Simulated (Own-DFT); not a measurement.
# How much smaller does PBEsol make it? C40 NbSi2, 36 atoms (Nb12Si24)

The numbers are computed, not measured, by runs of the plane-wave DFT program Own-DFT (in-house, retired, unreviewed) at fixed positions, with no spin and no spin-orbit coupling.

Caveats: forces on such cells failed a check on a denser k mesh; stress not checked against mesh or cutoff.

Each geometry was run with PBE and with PBEsol, otherwise alike: PseudoDojo norm-conserving scalar-relativistic files made for PBE; cutoff 42 hartree; 4 x 4 x 5 k mesh centred on Gamma; cold (Marzari-Vanderbilt) smearing of 0.2 eV. Unstrained cell vectors in Å: (0.000, 8.324, 0.000); (-9.613, 0.000, 0.000); (0.000, 0.000, 6.586). Each has a uniform strain, of which the change of volume is shown, and random moves of rms u per axis.

| run | volume change (%) | u (Å) | P with PBE (GPa) | P with PBEsol (GPa) |
|---|---|---|---|---|
| 1 | -2.10 | 0.0536 | 6.81 | 3.07 |
| 2 | 1.64 | 0.0503 | 0.18 | -3.41 |
| 3 | 1.67 | 0.0470 | -0.13 | -3.70 |
| 4 | 4.01 | 0.0503 | -3.72 | -7.21 |
| 5 | -0.92 | 0.0532 | 4.76 | 1.07 |
| 6 | -2.33 | 0.0477 | 6.89 | 3.14 |
| 7 | -4.00 | 0.0480 | 10.95 | 7.11 |
| 8 | 2.34 | 0.0508 | -1.37 | -4.93 |
| 9 | -1.93 | 0.0478 | 7.13 | 3.38 |
| 10 | 0.09 | 0.0433 | 2.31 | -1.33 |
| 11 | 0.67 | 0.0508 | 1.50 | ? |

Asked: by how much does PBEsol shrink this cell, and what belongs in the blank?

## Working it out

Write v for the change of volume as a fraction. Fitted to v and u², the PBE pressure has a slope of -184 ± 6 GPa in v, with the ions held to the strained lattice. The difference PBEsol less PBE is -3.66 + 4.3 v GPa (slope ± 0.1) and averages -3.66 GPa. Divided by the mean slope of the two, 181 GPa, that makes PBEsol's volume at a given pressure, near 2 GPa, about 2.0 % smaller, or 0.67 % in lengths. At one volume PBEsol's slope is the smaller by 4 GPa, but its pressure there is lower too. If stiffness rises by about 4 GPa for each GPa, PBEsol at equal pressure is stiffer by about 10 GPa. Files made for PBEsol would give a different shift.

For run 11 the line gives -2.13 GPa. The calculation gave -2.13 GPa.
